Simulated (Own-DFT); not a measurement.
# What a defect does to the pressure of its cell: zincblende GaP

No measurement is shown. These are fixed-geometry runs of a retired plane-wave code named Own-DFT, which no person has reviewed; spin and spin-orbit coupling are neglected.

Common settings: PBE; PseudoDojo norm-conserving scalar-relativistic files; cutoff 42 hartree; 2 x 3 x 3 k mesh centred on Gamma; Fermi-Dirac smearing of 0.1 eV.

Keep in mind (not all hold for every row): not probed for a lower state with spin; forces on such cells failed a check on a denser k mesh; forces on such cells moved up to 12 meV/angstrom on a denser k mesh; forces on such cells passed a denser k mesh, each cell not checked; stress not checked against mesh or cutoff.

All runs share one cell, with vectors in Å (16.352, 0.000, 0.000); (0.000, 10.901, 0.000); (0.000, 0.000, 10.901) and a volume of 1943.1 Å³. Atoms were moved at random from their sites; u is the rms move along one axis. The defect's site can differ from row to row.

```
cell,formula,u (Å),P (GPa)
no defect,Ga48P48,0.0204,2.72
no defect,Ga48P48,0.0209,2.72
no defect,Ga48P48,0.0487,3.21
two P on a Ga site each,Ga46P50,0.0295,2.97
two P on a Ga site each,Ga46P50,0.0301,?
two P on a Ga site each,Ga46P50,0.0502,3.29
two P on a Ga site each,Ga46P50,0.0509,3.32
two P vacancies,Ga48P46,0.0282,2.47
two P vacancies,Ga48P46,0.0295,2.49
two P vacancies,Ga48P46,0.0517,2.89
one Ga on a P site and one P on a Ga site,Ga48P48,0.0309,2.94
one Ga on a P site and one P on a Ga site,Ga48P48,0.0309,2.93
one Ga on a P site and one P on a Ga site,Ga48P48,0.0514,3.41
```

## What the rows give

P = P0 + c u² + a shift for each defect gives P0 = 2.62 GPa, c = 240 ± 11 GPa/Å² and a scatter of 0.03 GPa. The shifts, and each times the cell's volume:

- one Ga on a P site and one P on a Ga site: 0.11 ± 0.03 GPa, 1.3 eV
- two P on a Ga site each: 0.09 ± 0.03 GPa, 1.1 eV (0.5 eV for each of its 2 sites)
- two P vacancies: -0.35 ± 0.03 GPa, -4.3 eV (-2.1 eV for each of its 2 sites)

Against the defect-free cell, a freed cell would be larger where the shift is positive and smaller where it is negative (160.2 GPa Å³ is 1 eV). The atoms around the defects weren't relaxed, which would change these numbers.

## The run left out

Question: what pressure belongs in the blank (two P on a Ga site each, u = 0.0301 Å)?

Estimate: 2.93 ± 0.04 GPa. The run itself gave 3.02 GPa.
